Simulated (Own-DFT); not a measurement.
# Response to strain: diamond-structure SiGeSn with randomly placed atoms, 64 atoms (Ge44Si16Sn4)

Calculated results; nothing here was measured. The program, named Own-DFT, is a retired in-house plane-wave density functional code that no person has reviewed. Each row is one single-point run on a periodic cell that was not relaxed, without spin or spin-orbit coupling.

Settings of every run: PBE; PseudoDojo norm-conserving scalar-relativistic files; cutoff 49 hartree; 3 x 3 x 3 k mesh centred on Gamma; Fermi-Dirac smearing of 0.1 eV.

Known limits: forces on such cells moved up to 12 meV/angstrom on a denser k mesh; stress not checked against mesh or cutoff.

Unstrained cell vectors in Å: (11.306, 0.000, 0.000); (0.000, 11.306, 0.000); (0.000, 0.000, 11.306). The unstrained cell has measured lattice constants (interpolated for alloys), not those of this functional. That, the random moves and any unrelaxed bonds set the pressure at no strain. Each run strains this cell uniformly, with the atoms carried along. Every atom was also moved at random, by a Gaussian of width 0.05 Å on each axis. The random placing of the alloy's atoms differs from row to row. Strain is the symmetric tensor, in per cent. Stress is positive in tension, and the pressure is minus a third of its trace.

```
run,e_xx (%),e_yy (%),e_zz (%),s_xx (GPa),s_yy (GPa),s_zz (GPa),P (GPa),E (meV/atom)
1,-2.25,-2.25,0.00,-8.85,-8.92,-7.26,8.35,65.8
2,-3.00,-3.00,0.00,-10.87,-10.97,-8.83,10.22,99.7
3,3.00,3.00,0.00,0.54,0.58,-1.15,0.01,0.0
4,0.50,0.50,0.00,-3.49,-3.55,-3.96,3.67,26.8
5,-0.25,-0.25,0.00,-4.75,-4.71,-4.51,4.66,21.2
6,-1.00,-1.00,0.00,-6.24,-6.27,-5.61,6.04,37.8
7,-2.00,-2.00,0.00,-8.24,-8.27,-6.80,7.77,49.7
8,2.75,2.75,0.00,0.04,0.01,-1.65,0.54,14.5
9,-0.75,-0.75,0.00,?,?,?,?,?
```

E is the free energy for each atom above the lowest run shown.

## Worked fit

The change of volume is close to e_xx + e_yy + e_zz. A straight line through the runs shown gives P = 4.74 - 81 x (fractional change of volume) GPa, with an error of 4 on the slope and a scatter of 0.42 GPa. The strain isn't the same on all axes, but the crystal is cubic, so the slope still estimates the bulk modulus, averaged over pressures from 0.0 to 10.2 GPa.

## Withheld run

Question: what pressure should run 9 give? Its volume changes by -1.49 %.

The line gives 5.9 GPa. The calculation gave 5.57 GPa.
